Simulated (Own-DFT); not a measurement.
# What random displacements cost in zincblende InP, 64 atoms (In32P32)

All numbers below are calculated, not measured. The program, named Own-DFT, is a retired in-house plane-wave density functional code that no person has reviewed. Each row is one single-point run on a periodic cell that was not relaxed, without spin or spin-orbit coupling.

Settings of every run: PBE; PseudoDojo norm-conserving scalar-relativistic files; cutoff 36 hartree; 3 x 3 x 3 k mesh centred on Gamma; Fermi-Dirac smearing of 0.1 eV.

Known limits: forces on such cells moved up to 12 meV/angstrom on a denser k mesh; stress not checked against mesh or cutoff.

Cell vectors in Å: (11.737, 0.000, 0.000); (0.000, 11.737, 0.000); (0.000, 0.000, 11.737). In each run every atom was moved at random and independently from its ideal site; u is the rms move along one axis. E is the free energy for each atom above the fitted value at u = 0, and F the rms of the force components.

| run | u (Å) | E (meV/atom) | F (eV/Å) | largest force (eV/Å) | P (GPa) |
|---|---|---|---|---|---|
| 1 | 0.0188 | 4.8 | 0.226 | 0.82 | 3.20 |
| 2 | 0.0189 | 5.0 | 0.229 | 0.72 | 3.20 |
| 3 | 0.0207 | 6.1 | 0.253 | 0.83 | 3.21 |
| 4 | 0.0456 | 30.0 | 0.574 | 2.18 | 3.51 |
| 5 | 0.0537 | 43.3 | 0.681 | 2.34 | 3.66 |
| 6 | 0.1033 | ? | ? | ? | ? |
| 7 | 0.1082 | 155.9 | 1.303 | 5.15 | 5.02 |
| 8 | 0.1433 | 272.0 | 1.724 | 5.27 | 6.52 |
| 9 | 0.2008 | 543.9 | 3.102 | 14.53 | 9.40 |

## Worked fit

For small independent moves the energy grows as E = (3/2) K u², with K the mean stiffness felt by one atom. The runs with u up to 0.11 Å give K = 9.4 ± 0.3 eV/Å², with residuals divided by u² + 0.0006 Å², since the noise grows with the moves. The scatter is 1.7 meV/atom at u = 0.05 Å. The forces follow F = G u with G = 12.3 eV/Å²; no force at u = 0 is resolved. G exceeds K because the moves of its neighbours add to the force on an atom, and stiffness differs between atoms. At u = 0.201 Å the parabola gives 569 meV/atom and the run 544. The pressure follows P = 3.16 + 160 u² GPa: at fixed volume, shortened bonds push harder than stretched ones pull.

## Withheld run

Question: what energy and rms force should run 6 give?

The fit gives 151 ± 8 meV/atom and about 1.27 eV/Å. The calculation gave 147.2 meV/atom and 1.271 eV/Å.
